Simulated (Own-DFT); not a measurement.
# Which defects push the lattice out? C11b WSi2

No measurement is shown. These are fixed-geometry runs of a retired plane-wave code named Own-DFT, which no person has reviewed; spin and spin-orbit coupling are neglected.

Method: PBE; PseudoDojo norm-conserving scalar-relativistic files; cutoff 50 hartree; 5 x 5 x 5 k mesh centred on Gamma; cold (Marzari-Vanderbilt) smearing of 0.2 eV.

Caveats: forces on such cells failed a check on a denser k mesh; stress not checked against mesh or cutoff.

All runs share one cell, with vectors in Å (-2.148, -5.953, 3.409); (-6.444, 2.976, 1.136); (-2.553, -2.948, -6.757) and a volume of 403.2 Å³. u is the rms random offset of the atoms per axis. The defect's site can differ from row to row.

```
cell,formula,u (Å),P (GPa)
no defect,Si20W10,0.0207,4.51
no defect,Si20W10,0.0470,5.95
no defect,Si20W10,0.0528,6.09
one W on a Si site,Si19W11,0.0310,9.91
one W on a Si site,Si19W11,0.0318,9.84
one W on a Si site,Si19W11,0.0538,11.16
one Si on a W site,Si21W9,0.0295,6.11
one Si on a W site,Si21W9,0.0454,6.61
one Si on a W site,Si21W9,0.0483,7.32
one Si vacancy,Si19W10,0.0283,3.00
one Si vacancy,Si19W10,0.0315,?
one Si vacancy,Si19W10,0.0479,3.81
one Si vacancy,Si19W10,0.0498,5.01
```

## Analysis

P = P0 + c u² + a shift for each defect gives P0 = 4.17 GPa, c = 744 ± 118 GPa/Å² and a scatter of 0.34 GPa. The shifts, and each times the cell's volume:

- one W on a Si site: 4.92 ± 0.28 GPa, 12.4 eV
- one Si on a W site: 1.20 ± 0.28 GPa, 3.0 eV
- one Si vacancy: -1.62 ± 0.28 GPa, -4.1 eV

Against the defect-free cell, a freed cell would be larger where the shift is positive and smaller where it is negative (160.2 GPa Å³ is 1 eV). The atoms around the defects weren't relaxed, which would change these numbers.

## Test on the hidden row

Question: what pressure belongs in the blank (one Si vacancy, u = 0.0315 Å)?

The fit gives 3.29 ± 0.41 GPa. The run itself gave 3.63 GPa.
